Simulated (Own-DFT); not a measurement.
## Calculated data, GaP (zincblende, strongly disordered by large displacements)

Computed with Own-DFT development build. A calculation, not a measurement: plane-wave PBE density functional theory by an unreviewed code, no spin, of a simulated periodic cell, stress positive in tension, free energy of the whole cell less one offset for each atom, forces on such cells passed a denser k mesh, this cell's mesh not checked; broken bonds can close the gap or carry spin, so checks made on this kind of crystal may not hold here; offsets are fitted by least squares, one for each functional and potential file, so energies compare only between cells with the same atoms and settings and are not formation energies; the far tail of each file's local potential was reset to the Coulomb form; each entry is a single point on an unrelaxed cell, so the pressure reflects the starting lattice, mostly measured values (interpolated for alloys), from which strain is counted, and rises with the displacements; printed positions are rounded, which can move forces by about a meV/angstrom; the program, named Own-DFT, is a retired in-house code; no spin-orbit coupling.

Common to all runs: functional PBE; potential files PseudoDojo norm-conserving, scalar-relativistic, standard set; wave cutoff 42 hartree; occupations Fermi-Dirac; smearing width 0.1 eV; hardware one NVIDIA H100; k mesh 3 x 3 x 3 centred on Gamma.

(1) GaP (zincblende, strongly disordered by large displacements)

```
CELL_PARAMETERS angstrom
10.90100 0.00000 0.00000
0.00000 10.90100 0.00000
0.00000 0.00000 10.90100
ATOMIC_POSITIONS crystal
Ga 0.01112 0.01162 0.97573
Ga 0.04518 0.26199 0.18147
Ga 0.31737 0.98828 0.24563
Ga 0.25733 0.26084 0.02884
P 0.16317 0.13621 0.16701
P 0.06219 0.35456 0.39073
P 0.40547 0.13637 0.35539
P 0.37257 0.38140 0.06387
Ga 0.97464 0.95824 0.47643
Ga 0.04496 0.22296 0.75121
Ga 0.22934 0.05356 0.73349
Ga 0.28006 0.22148 0.51863
P 0.08048 0.10172 0.59964
P 0.13713 0.34611 0.93808
P 0.37923 0.10788 0.85546
P 0.37990 0.40652 0.59926
Ga 0.95855 0.49450 0.02082
Ga 0.00494 0.76362 0.23687
Ga 0.25980 0.48684 0.25421
Ga 0.20127 0.72203 0.99054
P 0.13609 0.58650 0.11675
P 0.13561 0.89359 0.36711
P 0.43590 0.58667 0.33995
P 0.39007 0.89795 0.11715
Ga 0.01835 0.46449 0.51380
Ga 0.02075 0.74677 0.75276
Ga 0.28141 0.52933 0.72203
Ga 0.24791 0.70976 0.52805
P 0.08563 0.59744 0.60631
P 0.11763 0.86773 0.86321
P 0.35702 0.61260 0.87578
P 0.44643 0.88344 0.61515
Ga 0.45539 0.00450 0.99498
Ga 0.50589 0.27230 0.22585
Ga 0.75795 0.04117 0.20869
Ga 0.77533 0.28228 0.96256
P 0.62385 0.13502 0.11696
P 0.60790 0.31409 0.38625
P 0.85392 0.09186 0.37436
P 0.85746 0.39419 0.11918
Ga 0.46260 0.95779 0.43072
Ga 0.46890 0.21898 0.75188
Ga 0.70641 0.07059 0.72464
Ga 0.73768 0.24149 0.47479
P 0.61628 0.14112 0.55519
P 0.61332 0.38110 0.86392
P 0.85251 0.17686 0.84906
P 0.85999 0.43701 0.59173
Ga 0.51402 0.47755 0.00652
Ga 0.50444 0.74131 0.31521
Ga 0.72344 0.51615 0.24741
Ga 0.75387 0.78774 0.03339
P 0.63878 0.63524 0.12339
P 0.64810 0.86012 0.37096
P 0.85289 0.60574 0.41185
P 0.86507 0.94027 0.11759
Ga 0.50050 0.49406 0.51234
Ga 0.54190 0.79833 0.73156
Ga 0.72415 0.52210 0.82303
Ga 0.74356 0.78863 0.53057
P 0.66767 0.57454 0.66807
P 0.68791 0.91954 0.87467
P 0.85620 0.60727 0.89322
P 0.86679 0.83405 0.64344
```

* free energy of cell above offsets: 38.017 eV
* pressure: 19.06 GPa
* stress xx: -19.25 GPa
* stress yy: -18.66 GPa
* stress zz: -19.27 GPa
* stress yz: 1.64 GPa
* stress xz: -0.02 GPa
* stress xy: -2.7 GPa
* wall time: 574.4 s

Force:
```
element  x (eV/Å)  y (eV/Å)  z (eV/Å)
     Ga    -0.707     1.355     0.481
     Ga    -7.423     6.938     1.578
     Ga    -5.732     3.779     5.803
     Ga    -0.044    -11.47     1.396
      P     4.992    -7.526    -1.448
      P     4.589    -6.394    -7.542
      P     -1.18     1.295     0.784
      P     3.059     3.726     6.896
     Ga    -0.989    -0.808     0.989
     Ga    -1.134     2.228     2.986
     Ga    -0.033    -2.143    -0.253
     Ga    -0.818      0.41     -0.49
      P     1.269     0.041    -1.489
      P    -7.696     4.733    -7.119
      P    -4.734    -1.721      2.93
      P    -6.208    -7.048     4.849
     Ga     6.883     4.362    -4.192
     Ga    -0.019    -0.305     0.498
     Ga    -0.065    -1.122     0.572
     Ga     2.143     1.068    -1.165
      P     -2.34     0.752     1.356
      P     1.583    -1.869    -0.401
      P    -5.037    -7.879     1.138
      P     0.058    -10.93    -1.006
     Ga      0.51      1.37    -0.779
     Ga    -2.814    -3.211    -1.559
     Ga     -2.51    -0.373    -1.123
     Ga     1.015     1.592    -1.214
      P     4.551     6.171     5.522
      P     2.427     2.284     1.248
      P     1.861     2.119     2.036
      P    -6.968     3.433    -4.165
     Ga     6.321     2.789    -2.791
     Ga     -1.01     0.003    -2.772
     Ga    -3.844     2.848     5.692
     Ga     -4.79     4.219     6.387
      P    -2.891     1.993     -3.26
      P    -5.149     7.392        -3
      P     0.901     1.744     0.934
      P    -4.147    -6.511     6.164
     Ga     1.641    -0.116     0.421
     Ga     4.941     5.965    -5.923
     Ga     0.942    -0.626     0.738
     Ga     12.59     1.165     1.514
      P    -6.036    -4.507      4.98
      P    -2.468    -5.613     0.182
      P     5.251    -6.122    -6.082
      P    -7.635    -1.952       2.5
     Ga     3.503      5.11    -1.023
     Ga     2.726     6.833    -3.101
     Ga     1.906    -2.297     3.133
     Ga     0.102    -0.848     -1.35
      P     -3.06     1.615    -1.677
      P      1.15     2.175    -1.358
      P    -0.603     0.311     -0.54
      P     7.102    -6.674    -4.165
     Ga     7.859     3.563    -3.616
     Ga     5.376    -4.749     6.603
     Ga    -1.107    -3.189     2.318
     Ga    -4.921    -4.427    -4.429
      P    -3.901     4.535    -10.41
      P    -2.571    -1.119      -0.4
      P     7.609     6.999     2.686
      P     5.725      4.64     4.534
```

(2) GaP (zincblende, strongly disordered by large displacements)

```
CELL_PARAMETERS angstrom
10.90100 0.00000 0.00000
0.00000 10.90100 0.00000
0.00000 0.00000 10.90100
ATOMIC_POSITIONS crystal
Ga 0.03492 0.98507 0.94887
Ga 0.06704 0.20251 0.25320
Ga 0.25192 0.02999 0.26403
Ga 0.28217 0.24627 0.02316
P 0.10829 0.09669 0.08184
P 0.12308 0.32780 0.36267
P 0.33335 0.07014 0.40320
P 0.36156 0.34978 0.21792
Ga 0.98515 0.97542 0.45871
Ga 0.00180 0.29133 0.79371
Ga 0.26114 0.97627 0.74881
Ga 0.27255 0.27924 0.51456
P 0.16343 0.09986 0.60146
P 0.12547 0.39262 0.90532
P 0.38927 0.09324 0.88253
P 0.34174 0.39080 0.62527
Ga 0.01066 0.45247 0.01354
Ga 0.00516 0.78235 0.21401
Ga 0.24644 0.54256 0.22057
Ga 0.26956 0.79969 0.97665
P 0.12074 0.60384 0.07730
P 0.16622 0.88102 0.39974
P 0.37000 0.64405 0.37932
P 0.34101 0.88083 0.10586
Ga 0.99763 0.45228 0.46316
Ga 0.94883 0.70034 0.72902
Ga 0.19861 0.56085 0.78776
Ga 0.30516 0.73733 0.60023
P 0.14255 0.56722 0.60442
P 0.14010 0.87340 0.87344
P 0.41741 0.63296 0.83575
P 0.35992 0.95411 0.61382
Ga 0.49904 0.00827 0.98316
Ga 0.49030 0.20838 0.27131
Ga 0.74531 0.01311 0.26716
Ga 0.80580 0.24405 0.02217
P 0.61676 0.11142 0.16929
P 0.57864 0.40587 0.38000
P 0.89511 0.07488 0.35636
P 0.88829 0.38282 0.12562
Ga 0.46637 0.00087 0.48053
Ga 0.52425 0.26539 0.76043
Ga 0.75330 0.97057 0.73772
Ga 0.72962 0.28427 0.53265
P 0.63204 0.15890 0.64358
P 0.64003 0.35891 0.89813
P 0.80707 0.08696 0.86500
P 0.87746 0.33898 0.62820
Ga 0.53999 0.58094 0.01334
Ga 0.50083 0.71779 0.30239
Ga 0.72867 0.49195 0.29110
Ga 0.80383 0.68374 0.00574
P 0.69456 0.59768 0.16387
P 0.63977 0.88419 0.39241
P 0.89787 0.60216 0.35909
P 0.87831 0.85522 0.10183
Ga 0.48496 0.42071 0.51955
Ga 0.55453 0.76373 0.79917
Ga 0.73941 0.47893 0.79670
Ga 0.72118 0.68866 0.46438
P 0.62680 0.55470 0.63239
P 0.62686 0.93770 0.84453
P 0.87855 0.62318 0.86162
P 0.85572 0.84762 0.66498
```

- stress zz: ?
- stress yy: ?

Questions
1. GaP (zincblende, strongly disordered by large displacements) (entry 2): stress zz?
2. Give the missing stress yy for GaP (zincblende, strongly disordered by large displacements) (entry 2).

Answers
1. -27.48 GPa
2. -16.37 GPa

Further results for GaP (zincblende, strongly disordered by large displacements) (entry 2):

* free energy of cell above offsets: 48.426 eV
* pressure: 22.12 GPa
* stress xx: -22.51 GPa
* stress yz: -0.16 GPa
* stress xz: 1.94 GPa
* stress xy: -0.04 GPa
* wall time: 631.2 s

Force:
```
element  x (eV/Å)  y (eV/Å)  z (eV/Å)
     Ga    -9.253     4.299      2.45
     Ga    -4.256     -5.18     -4.49
     Ga    -6.304    -4.223    -11.74
     Ga    -0.378    -0.561     0.112
      P     2.727     3.316     3.171
      P     3.653     5.446      4.19
      P    -1.559     9.791     3.942
      P    -1.386     1.037    -2.518
     Ga     6.041    -6.634     7.458
     Ga    -1.875    -2.884    -1.851
     Ga    -5.745     2.823     8.465
     Ga    -4.893    -7.436    -5.999
      P    -0.904     0.407     0.482
      P     9.693     -3.72     -6.46
      P    -6.246     8.149    -5.547
      P     0.153      4.54     9.705
     Ga    -4.892     4.973     3.553
     Ga     4.286    -2.759     3.658
     Ga      1.26    -0.641     1.504
     Ga    -0.458    -8.222    -4.603
      P     0.908      3.68     0.797
      P    -1.682    -1.798    -1.059
      P     -8.51    -4.863     4.976
      P     6.575      4.87     9.278
     Ga    -0.774     0.045     1.979
     Ga      7.37     2.365    -7.678
     Ga     1.166    -0.214     3.106
     Ga     0.037    -0.769      -1.1
      P    -1.973     1.616    -2.465
      P     0.616    -5.861    -8.484
      P    -2.895    -1.323     1.174
      P     1.727    -4.491    -2.411
     Ga     5.162    -4.274     8.117
     Ga    -0.948     1.193     2.547
     Ga    -0.512    -3.421    -1.121
     Ga    -2.592    -2.375    -2.013
      P     0.233     0.338    -5.379
      P     4.968    -4.108    -7.988
      P    -2.253     9.028    -4.103
      P    -2.875    -1.374     5.791
     Ga     14.55    -2.636    -0.007
     Ga    -3.253     0.261     1.357
     Ga      2.45     3.682    -8.215
     Ga    -2.642    -0.158    -3.837
      P    -0.097    -4.147     -1.94
      P    -1.948    -1.264     4.233
      P     4.786     5.165     5.715
      P     4.608     2.727     1.756
     Ga    -0.318    -1.218    -0.279
     Ga     8.603      5.82    -5.438
     Ga     4.197    -6.285     6.373
     Ga    -3.295     3.706     7.041
      P    -3.933     7.685    -8.358
      P    -1.765    -1.845     0.658
      P    -0.083     1.175    -0.096
      P    -3.255     3.149    -2.861
     Ga    -1.102     3.437     6.003
     Ga     1.001    -1.112    -1.588
     Ga     2.246     1.934    -3.244
     Ga     0.517      0.25     1.736
      P    -0.044     1.968    -0.488
      P     -7.05    -2.296     6.955
      P    -0.686    -8.993     2.278
      P     3.098    -1.783    -7.193
```
